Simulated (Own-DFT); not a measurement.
Si$_{2}$SnGe$_{5}$ (diamond-structure random alloy, strained, atoms displaced) (calculated)

Computed with Own-DFT development build. A calculation, not a measurement: plane-wave density functional theory by an unreviewed code, no spin, of a simulated periodic cell, stress positive in tension, run twice, with PBE and with PBEsol, both on files made for PBE, so the change isn't that of files made for PBEsol, forces on such cells moved up to 12 meV/angstrom on a denser k mesh; the far tail of each file's local potential was reset to the Coulomb form; each entry is a single point on an unrelaxed cell, so the pressure reflects the starting lattice, mostly measured values (interpolated for alloys), from which strain is counted, and rises with the displacements; printed positions are rounded, which can move forces by about a meV/angstrom; the program, named Own-DFT, is a retired in-house code; no spin-orbit coupling; stress was not checked against mesh or cutoff.

Common to all runs: functional PBE, then PBEsol; potential files PseudoDojo norm-conserving, scalar-relativistic, standard set; wave cutoff 49 hartree; occupations Fermi-Dirac; smearing width 0.1 eV; k mesh 3 x 3 x 3 centred on Gamma.

(1) 
```cif
# cell vector a (Å): 11.1535 0.0000 0.0000
# cell vector b (Å): 0.0000 11.1535 0.0000
# cell vector c (Å): 0.0000 0.0000 11.4103
data_Si2SnGe5
_symmetry_space_group_name_H-M 'P 1'
_symmetry_Int_Tables_number 1
_cell_length_a 11.1535
_cell_length_b 11.1535
_cell_length_c 11.4103
_cell_angle_alpha 90.000
_cell_angle_beta 90.000
_cell_angle_gamma 90.000
_cell_volume 1419.45
loop_
_atom_site_label
_atom_site_type_symbol
_atom_site_fract_x
_atom_site_fract_y
_atom_site_fract_z
_atom_site_occupancy
Ge1 Ge 0.99279 0.99916 0.99624 1
Sn1 Sn 0.99668 0.25905 0.24704 1
Si1 Si 0.24663 0.00059 0.25499 1
Ge2 Ge 0.24199 0.24137 0.00426 1
Ge3 Ge 0.12048 0.12699 0.12840 1
Ge4 Ge 0.12326 0.37358 0.37617 1
Sn2 Sn 0.37969 0.12969 0.37492 1
Sn3 Sn 0.37540 0.37670 0.12552 1
Ge5 Ge 0.00492 0.00145 0.50080 1
Si2 Si 0.01193 0.25145 0.75561 1
Sn4 Sn 0.24677 0.00647 0.75137 1
Ge6 Ge 0.24205 0.25214 0.50180 1
Si3 Si 0.12844 0.12782 0.62884 1
Ge7 Ge 0.11314 0.37284 0.87585 1
Si4 Si 0.37736 0.12355 0.87477 1
Ge8 Ge 0.37183 0.37132 0.62306 1
Ge9 Ge 0.00571 0.50940 0.00567 1
Ge10 Ge 0.99735 0.75215 0.24813 1
Si5 Si 0.25469 0.49593 0.24377 1
Ge11 Ge 0.24812 0.75107 0.99693 1
Si6 Si 0.12627 0.62533 0.11890 1
Sn5 Sn 0.12440 0.87475 0.37275 1
Ge12 Ge 0.37658 0.62363 0.36734 1
Ge13 Ge 0.37194 0.87669 0.12285 1
Si7 Si 0.98541 0.50104 0.49320 1
Ge14 Ge 0.99870 0.75275 0.75402 1
Ge15 Ge 0.24949 0.50028 0.74642 1
Ge16 Ge 0.24980 0.75785 0.48910 1
Si8 Si 0.12658 0.62148 0.62180 1
Ge17 Ge 0.12342 0.87651 0.87791 1
Ge18 Ge 0.37802 0.61439 0.86732 1
Ge19 Ge 0.37479 0.88423 0.62834 1
Ge20 Ge 0.50229 0.00332 0.99053 1
Si9 Si 0.49612 0.24894 0.25057 1
Ge21 Ge 0.75037 0.00184 0.24042 1
Ge22 Ge 0.75134 0.25241 0.99576 1
Ge23 Ge 0.61820 0.12105 0.12608 1
Ge24 Ge 0.62170 0.37455 0.37130 1
Si10 Si 0.87473 0.12033 0.37655 1
Ge25 Ge 0.87711 0.38028 0.11981 1
Si11 Si 0.49884 0.00490 0.49900 1
Sn6 Sn 0.51090 0.24248 0.74807 1
Si12 Si 0.75399 0.99768 0.75337 1
Ge26 Ge 0.74942 0.25499 0.50134 1
Ge27 Ge 0.61769 0.12763 0.62578 1
Si13 Si 0.62257 0.38017 0.87262 1
Ge28 Ge 0.87737 0.11947 0.87067 1
Ge29 Ge 0.88190 0.37291 0.61871 1
Ge30 Ge 0.48839 0.49850 0.00241 1
Ge31 Ge 0.49660 0.73834 0.25184 1
Ge32 Ge 0.75795 0.49753 0.25038 1
Ge33 Ge 0.75137 0.75434 0.00070 1
Ge34 Ge 0.62280 0.62799 0.11842 1
Ge35 Ge 0.62491 0.87905 0.37560 1
Ge36 Ge 0.86969 0.62372 0.36889 1
Ge37 Ge 0.87617 0.87113 0.12827 1
Si14 Si 0.49234 0.50222 0.50323 1
Si15 Si 0.49691 0.75396 0.75426 1
Ge38 Ge 0.74260 0.50501 0.74838 1
Sn7 Sn 0.74829 0.75401 0.48783 1
Si16 Si 0.62444 0.62572 0.61570 1
Sn8 Sn 0.62687 0.87386 0.86306 1
Ge39 Ge 0.86914 0.62391 0.88206 1
Ge40 Ge 0.87165 0.87299 0.63020 1
_calc_PBE_pressure 8.95  # GPa
_calc_PBE_stress_xx -9.37  # GPa
_calc_PBE_stress_yy -9.52  # GPa
_calc_PBE_stress_zz -7.95  # GPa
_calc_PBE_stress_yz 0.13  # GPa
_calc_PBE_stress_xz -0.45  # GPa
_calc_PBE_stress_xy 0.07  # GPa
_calc_PBEsol_pressure 6.1  # GPa
_calc_PBEsol_stress_xx -6.52  # GPa
_calc_PBEsol_stress_yy -6.68  # GPa
_calc_PBEsol_stress_zz -5.11  # GPa
_calc_PBEsol_stress_yz 0.14  # GPa
_calc_PBEsol_stress_xz -0.43  # GPa
_calc_PBEsol_stress_xy 0.05  # GPa
_calc_rms_change_of_force_components_from_PBE_to_PBEsol 0.056  # eV/angstrom
```

Force:
| force element | PBE force x (eV/Å) | PBE force y (eV/Å) | PBE force z (eV/Å) | PBEsol force x (eV/Å) | PBEsol force y (eV/Å) | PBEsol force z (eV/Å) |
| --- | --- | --- | --- | --- | --- | --- |
| Ge | 0.822 | -0.199 | 1.101 | 0.801 | -0.193 | 1.059 |
| Sn | -0.704 | -1.452 | 1.029 | -0.636 | -1.376 | 0.959 |
| Si | 0.763 | 0.67 | -2.677 | 0.745 | 0.664 | -2.634 |
| Ge | 0.4 | 0.004 | -1.738 | 0.346 | 0.024 | -1.648 |
| Ge | 0.654 | -2.223 | -0.582 | 0.613 | -2.11 | -0.607 |
| Ge | 0.836 | 2.375 | 0.83 | 0.814 | 2.235 | 0.803 |
| Sn | -1.545 | -0.552 | 0.371 | -1.563 | -0.503 | 0.409 |
| Sn | -0.72 | -2.375 | 0.041 | -0.686 | -2.308 | -0.057 |
| Ge | -1.6 | 1.262 | 1.643 | -1.547 | 1.162 | 1.587 |
| Si | -1.7 | -1.094 | -1.691 | -1.699 | -1.031 | -1.607 |
| Sn | 0.168 | -0.354 | 0.763 | 0.174 | -0.442 | 0.744 |
| Ge | -0.259 | 0.223 | 0.703 | -0.215 | 0.261 | 0.65 |
| Si | -1.907 | 1.491 | -1.41 | -1.831 | 1.42 | -1.435 |
| Ge | 1.74 | 0.981 | 0.836 | 1.729 | 0.999 | 0.867 |
| Si | -0.366 | 0.926 | 1.837 | -0.355 | 0.899 | 1.805 |
| Ge | -0.112 | 0.774 | -0.356 | -0.154 | 0.72 | -0.321 |
| Ge | -0.863 | -0.711 | -0.888 | -0.9 | -0.744 | -0.909 |
| Ge | -0.068 | -2.132 | -1.033 | -0.113 | -2.032 | -0.981 |
| Si | -2.597 | 2.114 | 1.983 | -2.516 | 2.046 | 1.983 |
| Ge | 0.457 | -0.69 | -0.064 | 0.462 | -0.623 | -0.09 |
| Si | 0.918 | 0.54 | 1.535 | 0.864 | 0.565 | 1.467 |
| Sn | -0.966 | 0.756 | -0.73 | -0.988 | 0.685 | -0.654 |
| Ge | -1.153 | -1.078 | 1.307 | -1.101 | -0.967 | 1.247 |
| Ge | 0.247 | 0.146 | 0.497 | 0.262 | 0.102 | 0.445 |
| Si | 2.073 | 0.417 | 0.423 | 1.99 | 0.373 | 0.381 |
| Ge | 0.334 | -1.106 | -0.33 | 0.292 | -1.028 | -0.284 |
| Ge | -0.862 | -0.692 | -0.2 | -0.785 | -0.702 | -0.155 |
| Ge | 2.037 | -2.652 | 2.927 | 1.997 | -2.546 | 2.809 |
| Si | -0.851 | 0.61 | -0.636 | -0.799 | 0.621 | -0.59 |
| Ge | -0.895 | -0.754 | 0.513 | -0.883 | -0.735 | 0.498 |
| Ge | -0.419 | 1.665 | 0.313 | -0.439 | 1.567 | 0.342 |
| Ge | 1.278 | -1.782 | -1.578 | 1.183 | -1.718 | -1.528 |
| Ge | -1.22 | 0.114 | 1.344 | -1.143 | 0.085 | 1.349 |
| Si | 2.716 | 0.603 | -0.784 | 2.676 | 0.594 | -0.773 |
| Ge | 0.135 | -0.046 | 1.381 | 0.097 | -0.08 | 1.304 |
| Ge | -0.581 | 0.014 | -0.073 | -0.529 | -0.012 | -0.039 |
| Ge | 0.238 | 1.199 | -0.444 | 0.268 | 1.112 | -0.463 |
| Ge | -0.266 | 0.427 | 0.429 | -0.188 | 0.414 | 0.421 |
| Si | -0.803 | 0.062 | 0.415 | -0.787 | 0.055 | 0.408 |
| Ge | -1.179 | 0.853 | -1.376 | -1.136 | 0.835 | -1.319 |
| Si | 1.272 | -1.515 | 1.28 | 1.25 | -1.483 | 1.266 |
| Sn | -2.761 | 2.633 | 2.452 | -2.686 | 2.545 | 2.29 |
| Si | 0.71 | 1.882 | -2.381 | 0.702 | 1.85 | -2.335 |
| Ge | -0.088 | -1.137 | -0.581 | -0.114 | -1.066 | -0.534 |
| Ge | 3.854 | -3.478 | -3.055 | 3.743 | -3.315 | -2.957 |
| Si | 0.751 | 0.735 | 1.279 | 0.742 | 0.728 | 1.254 |
| Ge | -0.219 | 1.24 | -0.422 | -0.196 | 1.193 | -0.327 |
| Ge | -0.233 | 0.078 | 1.538 | -0.299 | 0.059 | 1.478 |
| Ge | 3.104 | 1.374 | -2.188 | 2.981 | 1.371 | -2.106 |
| Ge | 0.917 | 2.1 | -0.979 | 0.882 | 2.022 | -0.947 |
| Ge | -1.788 | -0.078 | -1.013 | -1.721 | -0.068 | -0.978 |
| Ge | 0.202 | -0.677 | 0.772 | 0.206 | -0.676 | 0.75 |
| Ge | 0.406 | -0.701 | 0.509 | 0.383 | -0.672 | 0.502 |
| Ge | -2.285 | 1.809 | -2.117 | -2.177 | 1.716 | -2.088 |
| Ge | 1.789 | -0.536 | -0.641 | 1.694 | -0.489 | -0.673 |
| Ge | -0.314 | 0.576 | -0.807 | -0.312 | 0.559 | -0.783 |
| Si | 0.565 | -0.182 | -0.469 | 0.509 | -0.219 | -0.5 |
| Si | -1.21 | -2.331 | -2.752 | -1.223 | -2.265 | -2.67 |
| Ge | 0.449 | -0.411 | -0.355 | 0.492 | -0.387 | -0.328 |
| Sn | 0.489 | -0.582 | 2.039 | 0.513 | -0.53 | 1.932 |
| Si | -1.619 | -0.285 | 1.432 | -1.512 | -0.267 | 1.418 |
| Sn | 0.261 | 0.021 | 1.484 | 0.256 | 0.031 | 1.556 |
| Ge | 0.585 | 0.093 | -0.779 | 0.57 | 0.106 | -0.751 |
| Ge | 0.982 | 1.038 | 0.12 | 0.995 | 0.97 | 0.091 |

(2) 
```cif
# cell vector a (Å): 11.1535 0.0000 0.0000
# cell vector b (Å): 0.0000 11.1535 0.0000
# cell vector c (Å): 0.0000 0.0000 11.4103
data_Si2SnGe5
_symmetry_space_group_name_H-M 'P 1'
_symmetry_Int_Tables_number 1
_cell_length_a 11.1535
_cell_length_b 11.1535
_cell_length_c 11.4103
_cell_angle_alpha 90.000
_cell_angle_beta 90.000
_cell_angle_gamma 90.000
_cell_volume 1419.45
loop_
_atom_site_label
_atom_site_type_symbol
_atom_site_fract_x
_atom_site_fract_y
_atom_site_fract_z
_atom_site_occupancy
Ge1 Ge 0.00112 0.00377 0.99996 1
Ge2 Ge 0.99996 0.25212 0.25282 1
Si1 Si 0.25233 0.00476 0.24582 1
Ge3 Ge 0.24814 0.25189 0.99824 1
Ge4 Ge 0.12641 0.12998 0.12752 1
Ge5 Ge 0.11691 0.37914 0.36900 1
Si2 Si 0.37967 0.12786 0.38542 1
Ge6 Ge 0.37892 0.37963 0.11528 1
Ge7 Ge 0.99989 0.99371 0.50408 1
Si3 Si 0.99486 0.24428 0.74120 1
Sn1 Sn 0.24295 0.00378 0.74685 1
Si4 Si 0.24967 0.25034 0.50063 1
Sn2 Sn 0.12218 0.12176 0.62648 1
Si5 Si 0.12688 0.37999 0.87938 1
Ge8 Ge 0.37473 0.12928 0.87162 1
Si6 Si 0.36852 0.37613 0.62593 1
Sn3 Sn 0.00209 0.50529 0.00195 1
Ge9 Ge 0.00465 0.74699 0.24851 1
Ge10 Ge 0.24547 0.49445 0.25376 1
Sn4 Sn 0.24830 0.75106 0.00082 1
Si7 Si 0.12769 0.61998 0.12625 1
Ge11 Ge 0.12809 0.87319 0.37711 1
Ge12 Ge 0.37886 0.62529 0.36796 1
Sn5 Sn 0.37489 0.88115 0.12327 1
Sn6 Sn 0.99848 0.49708 0.49011 1
Ge13 Ge 0.99874 0.74286 0.74428 1
Ge14 Ge 0.24723 0.49016 0.74810 1
Ge15 Ge 0.25119 0.75375 0.49685 1
Si8 Si 0.12698 0.62409 0.62211 1
Si9 Si 0.12589 0.87622 0.87280 1
Ge16 Ge 0.37827 0.61599 0.86317 1
Si10 Si 0.38145 0.87673 0.63049 1
Sn7 Sn 0.49521 0.00314 0.99908 1
Sn8 Sn 0.49427 0.25228 0.24578 1
Ge17 Ge 0.74693 0.99701 0.25244 1
Si11 Si 0.74522 0.25455 0.01012 1
Si12 Si 0.62163 0.12718 0.12953 1
Ge18 Ge 0.62734 0.37245 0.37380 1
Ge19 Ge 0.87523 0.13172 0.36863 1
Ge20 Ge 0.87938 0.37231 0.12662 1
Ge21 Ge 0.49434 0.00158 0.49953 1
Ge22 Ge 0.48760 0.24956 0.74791 1
Si13 Si 0.75433 0.99926 0.74648 1
Si14 Si 0.75219 0.24711 0.50532 1
Ge23 Ge 0.62372 0.12320 0.63038 1
Ge24 Ge 0.62541 0.38184 0.86916 1
Ge25 Ge 0.88011 0.13149 0.87008 1
Ge26 Ge 0.87158 0.37974 0.62959 1
Ge27 Ge 0.49447 0.49587 0.00386 1
Ge28 Ge 0.49685 0.75887 0.24960 1
Ge29 Ge 0.75028 0.50738 0.24424 1
Ge30 Ge 0.73695 0.75557 0.00652 1
Ge31 Ge 0.62622 0.63039 0.12682 1
Si15 Si 0.62861 0.87188 0.36719 1
Ge32 Ge 0.87515 0.62356 0.37591 1
Ge33 Ge 0.87268 0.87703 0.12466 1
Ge34 Ge 0.49728 0.50268 0.49347 1
Ge35 Ge 0.50297 0.75165 0.74860 1
Ge36 Ge 0.74601 0.50295 0.75117 1
Ge37 Ge 0.75041 0.74650 0.50850 1
Ge38 Ge 0.63054 0.61972 0.63105 1
Ge39 Ge 0.62049 0.87555 0.87512 1
Si16 Si 0.87364 0.63097 0.88070 1
Ge40 Ge 0.87943 0.87001 0.61992 1
_calc_PBE_pressure 8.96  # GPa
_calc_PBE_stress_xx -9.46  # GPa
_calc_PBE_stress_yy -9.54  # GPa
_calc_PBE_stress_zz -7.88  # GPa
_calc_PBE_stress_yz 1.58  # GPa
_calc_PBE_stress_xz 0.09  # GPa
_calc_PBE_stress_xy 0.11  # GPa
_calc_PBEsol_pressure 6.1  # GPa
_calc_PBEsol_stress_xx -6.6  # GPa
_calc_PBEsol_stress_yy -6.67  # GPa
_calc_PBEsol_stress_zz -5.04  # GPa
_calc_PBEsol_stress_yz 1.52  # GPa
_calc_PBEsol_stress_xz 0.09  # GPa
_calc_PBEsol_stress_xy 0.12  # GPa
_calc_rms_change_of_force_components_from_PBE_to_PBEsol 0.056  # eV/angstrom
```

Force:
| force element | PBE force x (eV/Å) | PBE force y (eV/Å) | PBE force z (eV/Å) | PBEsol force x (eV/Å) | PBEsol force y (eV/Å) | PBEsol force z (eV/Å) |
| --- | --- | --- | --- | --- | --- | --- |
| Ge | 0.116 | -0.335 | -0.447 | 0.084 | -0.292 | -0.407 |
| Ge | 0.164 | -0.284 | -0.795 | 0.155 | -0.26 | -0.774 |
| Si | -0.954 | 1.262 | 2.589 | -0.969 | 1.212 | 2.507 |
| Ge | 0.037 | 0.342 | -0.281 | 0.076 | 0.303 | -0.238 |
| Ge | 0.025 | -0.427 | 0.047 | -0.007 | -0.377 | 0.005 |
| Ge | 2.769 | -2.75 | -0.322 | 2.66 | -2.645 | -0.356 |
| Si | -2.153 | -0.429 | -0.494 | -2.036 | -0.437 | -0.485 |
| Ge | -2.784 | -0.225 | 0.693 | -2.691 | -0.223 | 0.665 |
| Ge | -1.019 | -0.115 | -2.435 | -0.98 | -0.135 | -2.35 |
| Si | -0.372 | 2.784 | 1.973 | -0.397 | 2.703 | 1.915 |
| Sn | 3.557 | -3.211 | 2.807 | 3.475 | -3.046 | 2.737 |
| Si | 0.568 | 1.021 | -1.019 | 0.475 | 1.002 | -1.002 |
| Sn | -1.905 | 3.292 | -3.555 | -1.857 | 3.114 | -3.476 |
| Si | -0.081 | -2.013 | -1.792 | -0.041 | -1.954 | -1.732 |
| Ge | -0.936 | 1.158 | 0.39 | -0.906 | 1.135 | 0.377 |
| Si | 0.374 | -0.304 | -1.304 | 0.404 | -0.256 | -1.226 |
| Sn | -0.592 | -0.327 | -0.546 | -0.62 | -0.369 | -0.481 |
| Ge | -0.239 | 0.042 | -0.081 | -0.267 | 0.067 | -0.035 |
| Ge | 0.893 | 0.752 | -1.252 | 0.881 | 0.706 | -1.184 |
| Sn | -1.025 | -2.28 | -2.043 | -0.924 | -2.214 | -1.982 |
| Si | 0.481 | 0.697 | 2.192 | 0.477 | 0.684 | 2.161 |
| Ge | -0.148 | 0.945 | -1.102 | -0.17 | 0.877 | -1.028 |
| Ge | -0.818 | 0.29 | 0.386 | -0.79 | 0.28 | 0.38 |
| Sn | -1.211 | -0.664 | 3.022 | -1.13 | -0.702 | 2.896 |
| Sn | -0.068 | 0.772 | 2.877 | -0.111 | 0.721 | 2.744 |
| Ge | 0.461 | 0.292 | 0.989 | 0.412 | 0.327 | 0.92 |
| Ge | -0.478 | 0.763 | -0.289 | -0.424 | 0.786 | -0.238 |
| Ge | 0.935 | -0.626 | 1.178 | 0.891 | -0.598 | 1.071 |
| Si | 0.779 | 0.245 | 0.391 | 0.767 | 0.246 | 0.383 |
| Si | -2.35 | -0.537 | 0.233 | -2.307 | -0.521 | 0.233 |
| Ge | 0.065 | 0.175 | 0.439 | 0.068 | 0.166 | 0.433 |
| Si | -0.1 | -0.797 | -1.392 | -0.089 | -0.775 | -1.37 |
| Sn | 2.902 | 2.676 | -1.764 | 2.783 | 2.561 | -1.77 |
| Sn | -0.045 | -0.339 | 1.01 | -0.046 | -0.237 | 0.978 |
| Ge | 0.114 | 0.862 | -0.507 | 0.181 | 0.84 | -0.511 |
| Si | 0.123 | -0.498 | -1.06 | 0.159 | -0.441 | -1.072 |
| Si | 2.252 | -0.514 | -0.784 | 2.173 | -0.543 | -0.727 |
| Ge | 1.185 | 0.847 | 1.022 | 1.114 | 0.864 | 0.955 |
| Ge | -0.501 | -1.101 | 1.553 | -0.451 | -1.088 | 1.468 |
| Ge | -1.506 | -0.376 | 0.415 | -1.425 | -0.329 | 0.448 |
| Ge | 1.278 | -0.988 | 0.068 | 1.276 | -0.933 | 0.105 |
| Ge | 1.335 | 1.019 | -0.431 | 1.318 | 0.94 | -0.374 |
| Si | 0.01 | -0.307 | 0.544 | 0.007 | -0.302 | 0.531 |
| Si | -0.315 | 0.364 | -0.211 | -0.31 | 0.359 | -0.206 |
| Ge | 0.216 | 0.047 | -0.508 | 0.141 | 0.048 | -0.496 |
| Ge | -0.694 | -1.473 | 1.309 | -0.698 | -1.391 | 1.244 |
| Ge | -1.36 | -0.257 | 0.859 | -1.291 | -0.287 | 0.871 |
| Ge | -0.459 | -1.46 | 0.217 | -0.456 | -1.361 | 0.204 |
| Ge | 1.865 | 1.856 | -1.611 | 1.795 | 1.79 | -1.572 |
| Ge | 1.608 | -1.456 | 0.97 | 1.526 | -1.46 | 0.901 |
| Ge | 0.241 | -0.94 | 0.745 | 0.235 | -0.907 | 0.728 |
| Ge | 1.583 | -0.05 | -1.195 | 1.496 | -0.027 | -1.124 |
| Ge | -1.469 | -0.627 | 0.094 | -1.409 | -0.597 | 0.091 |
| Si | -0.499 | 0.005 | 1.903 | -0.484 | 0.003 | 1.86 |
| Ge | -1.609 | 2.043 | -1.592 | -1.558 | 1.976 | -1.552 |
| Ge | 0.455 | -0.111 | 0.088 | 0.431 | -0.103 | 0.093 |
| Ge | 0.381 | -0.682 | 1.158 | 0.396 | -0.632 | 1.084 |
| Ge | -0.053 | -0.455 | -0.247 | -0.012 | -0.485 | -0.19 |
| Ge | 1.702 | 0.24 | 1.071 | 1.601 | 0.205 | 0.995 |
| Ge | -0.471 | 0.238 | -1.518 | -0.414 | 0.196 | -1.436 |
| Ge | -1.538 | 0.704 | -1.202 | -1.472 | 0.691 | -1.159 |
| Ge | 1.56 | -0.056 | -1.418 | 1.478 | -0.098 | -1.338 |
| Si | -1.471 | 0.849 | -1.092 | -1.449 | 0.838 | -1.074 |
| Ge | -0.808 | 0.431 | 1.057 | -0.747 | 0.383 | 0.985 |
